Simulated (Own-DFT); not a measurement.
# How strain changes the stress of diamond silicon, 64 atoms (Si64)

These are calculations, not measurements. They come from Own-DFT, an in-house plane-wave density functional program, since retired, whose code no person has reviewed. Each row is one single-point run on a periodic cell that was not relaxed, without spin or spin-orbit coupling.

Settings of every run: PBE; PseudoDojo norm-conserving scalar-relativistic files; cutoff 20 hartree; 3 x 3 x 3 k mesh centred on Gamma; Fermi-Dirac smearing of 0.1 eV.

Known limits: k mesh not checked against a denser one; stress not checked against mesh or cutoff.

Unstrained cell vectors in Å: (10.862, 0.000, 0.000); (0.000, 10.862, 0.000); (0.000, 0.000, 10.862). The unstrained cell has measured lattice constants (interpolated for alloys), not those of this functional. That, the random moves and any unrelaxed bonds set the pressure at no strain. Each run strains this cell uniformly, with the atoms carried along. Every atom was also moved at random, by a Gaussian of width 0.05 Å on each axis. Strain is the symmetric tensor, in per cent. Stress is positive in tension, and the pressure is minus a third of its trace.

| run | e_xx (%) | e_yy (%) | e_zz (%) | e_yz (%) | e_xz (%) | e_xy (%) | s_xx (GPa) | s_yy (GPa) | s_zz (GPa) | s_yz (GPa) | s_xz (GPa) | s_xy (GPa) | P (GPa) | E (meV/atom) |
|---|---|---|---|---|---|---|---|---|---|---|---|---|---|---|
| 1 | -0.81 | 0.43 | -1.55 | 1.38 | 0.06 | 0.71 | -4.81 | -3.62 | -5.48 | 2.87 | -0.94 | 2.49 | 4.64 | 14.2 |
| 2 | -1.94 | 0.93 | -1.93 | -1.50 | -0.84 | 0.28 | -6.55 | -3.99 | -6.59 | -3.24 | -1.19 | 0.42 | 5.71 | 22.7 |
| 3 | 1.36 | 0.64 | 0.00 | 1.52 | -0.95 | -0.49 | -0.13 | -0.97 | -1.38 | 2.77 | -1.27 | -1.28 | 0.83 | 3.4 |
| 4 | -0.89 | -0.87 | -0.66 | 0.01 | 0.68 | -0.70 | -5.22 | -5.17 | -5.12 | -0.25 | 0.61 | -0.86 | 5.17 | 19.8 |
| 5 | -0.31 | 0.43 | -0.22 | -0.90 | -1.50 | 0.71 | -3.04 | -2.37 | -2.92 | -1.75 | -3.18 | 2.02 | 2.78 | 4.9 |
| 6 | 0.39 | -0.15 | 0.00 | 1.49 | -0.30 | -0.15 | -2.22 | -2.70 | -2.63 | 3.51 | -0.90 | 0.11 | 2.51 | 7.7 |
| 7 | -1.91 | -0.84 | -1.05 | 1.80 | -0.04 | -1.69 | -7.16 | -6.19 | -6.31 | 3.88 | 0.03 | -2.90 | 6.55 | 26.3 |
| 8 | 0.47 | 1.11 | -0.04 | 0.15 | 1.58 | -1.61 | -1.58 | -1.01 | -1.95 | 0.69 | 3.83 | -3.24 | 1.51 | 20.0 |
| 9 | -0.67 | 1.53 | 1.37 | 0.16 | 1.68 | 1.14 | -1.96 | 0.12 | -0.14 | 0.14 | 3.33 | 3.08 | 0.66 | 2.9 |
| 10 | -1.98 | -0.67 | -1.48 | -1.92 | -1.23 | 1.24 | -7.88 | -6.47 | -7.26 | -4.95 | -1.36 | 2.37 | 7.20 | 37.3 |
| 11 | -0.17 | 1.29 | -1.70 | 1.34 | -0.55 | -0.32 | -3.14 | -1.78 | -4.43 | 2.90 | -0.85 | -0.39 | 3.12 | 0.0 |
| 12 | 1.93 | -0.17 | -1.43 | -1.55 | 0.28 | -0.07 | -0.47 | -2.73 | -3.70 | -4.06 | -0.73 | -0.43 | 2.30 | 4.8 |
| 13 | -0.63 | -1.50 | 0.57 | 0.79 | 0.02 | -0.13 | -4.42 | -5.04 | -3.01 | 1.13 | -0.65 | -0.22 | 4.15 | 10.7 |
| 14 | -0.51 | 0.66 | 0.30 | 1.69 | 1.40 | 1.31 | -2.90 | -1.91 | -2.05 | 3.57 | 2.46 | 2.08 | 2.29 | 9.2 |
| 15 | -0.56 | 0.74 | 0.35 | -1.76 | -1.38 | -0.78 | -3.00 | -1.96 | -1.97 | -3.72 | -2.81 | -0.29 | 2.31 | 16.4 |
| 16 | -0.59 | -1.46 | 1.12 | 0.65 | -1.93 | -0.82 | ? | ? | ? | ? | ? | ? | ? | ? |

E is the free energy for each atom above the lowest run shown.

## Worked fit

Each stress component was fitted by least squares to a constant and the strains of the runs shown, as fractions, with shears doubled. Shear strains stay in the fit of a normal stress only where such slopes are resolved. The slopes, in GPa:

| stress | at no strain | per e_xx | per e_yy | per e_zz | scatter |
|---|---|---|---|---|---|
| s_xx | -2.8 | 169 ± 4 | 68 ± 5 | 64 ± 5 | 0.17 |
| s_yy | -2.8 | 69 ± 4 | 156 ± 5 | 67 ± 5 | 0.17 |
| s_zz | -2.7 | 73 ± 5 | 66 ± 6 | 159 ± 5 | 0.19 |

Each shear stress against twice its own strain: yz 111 ± 4, xz 90 ± 10, xy 93 ± 9 GPa. These are stiffnesses along x, y and z of the frame in which the cell vectors are given, which need not be the crystal's axes. The atoms are held to the strained lattice; where symmetry lets them move under strain, relaxing them would lower some slopes. The table should be nearly symmetric about its diagonal, and what it lacks of that shows the noise. A ninth of its sum, 99 ± 2 GPa, estimates the bulk modulus near the mean pressure of these runs, 3.4 GPa, so it lies above the value at zero pressure.

## Withheld run

Question: what normal stresses and pressure should run 16 give?

The fit gives s_xx = -4.0, s_yy = -4.7, s_zz = -2.3 and P = 3.7 GPa. The calculation gave -3.87, -4.54, -2.22 and P = 3.54 GPa.
